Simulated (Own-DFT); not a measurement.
# One host, several defects: 2H SiC

Calculated, not measured: single-point runs of Own-DFT, a retired in-house plane-wave DFT program that no person has reviewed, on unrelaxed cells, without spin or spin-orbit coupling.

Common settings: PBE; PseudoDojo norm-conserving scalar-relativistic files; cutoff 42 hartree; 4 x 4 x 3 k mesh centred on Gamma; Fermi-Dirac smearing of 0.1 eV.

Caveats (not all hold for every row): some atoms lie very close together; not probed for a lower state with spin; forces on such cells passed a denser k mesh, each cell not checked; stress not checked against mesh or cutoff.

All runs share one cell, with vectors in Å (9.248, 0.000, 0.000); (-4.624, 8.009, 0.000); (0.000, 0.000, 10.068) and a volume of 745.7 Å³. The atoms are randomly displaced, by u rms on each axis. The defect's site can differ from row to row.

```
                                     cell     formula   u (Å)  P (GPa)
                                no defect     C36Si36  0.0299     3.89
                                no defect     C36Si36  0.0309     3.84
                                no defect     C36Si36  0.0544     5.44
one C on a Si site and one Si on a C site     C36Si36  0.0275     7.61
one C on a Si site and one Si on a C site     C36Si36  0.0293     7.57
one C on a Si site and one Si on a C site     C36Si36  0.0520        ?
one C on a Si site and one Si on a C site     C36Si36  0.0538     9.71
                 two Al on a Si site each  Al2C36Si34  0.0336     6.11
                 two Al on a Si site each  Al2C36Si34  0.0504     7.81
                 two Al on a Si site each  Al2C36Si34  0.0506     7.30
                       one C on a Si site     C37Si35  0.0309     1.95
                       one C on a Si site     C37Si35  0.0314     1.97
                       one C on a Si site     C37Si35  0.0504     3.51
                   two N on a C site each   C34N2Si36  0.0295     2.93
                   two N on a C site each   C34N2Si36  0.0501     4.58
                   two N on a C site each   C34N2Si36  0.0508     4.54
```

## Worked fit

P = P0 + c u² + a shift for each defect gives P0 = 2.88 GPa, c = 939 ± 54 GPa/Å² and a scatter of 0.17 GPa. The shifts, and each times the cell's volume:

- one C on a Si site and one Si on a C site: 4.00 ± 0.14 GPa, 18.6 eV
- two Al on a Si site each: 2.24 ± 0.14 GPa, 10.4 eV (5.2 eV for each of its 2 sites)
- two N on a C site each: -0.74 ± 0.14 GPa, -3.4 eV (-1.7 eV for each of its 2 sites)
- one C on a Si site: -1.81 ± 0.14 GPa, -8.4 eV

Against the defect-free cell, a freed cell would be larger where the shift is positive and smaller where it is negative (160.2 GPa Å³ is 1 eV). The atoms around the defects weren't relaxed, which would change these numbers.

## Test on the hidden row

Q: what pressure belongs in the blank (one C on a Si site and one Si on a C site, u = 0.0520 Å)?

The fit gives 9.42 ± 0.21 GPa. The run itself gave 8.67 GPa. The miss is larger than the scatter suggests: chance, or a term that the fit lacks.
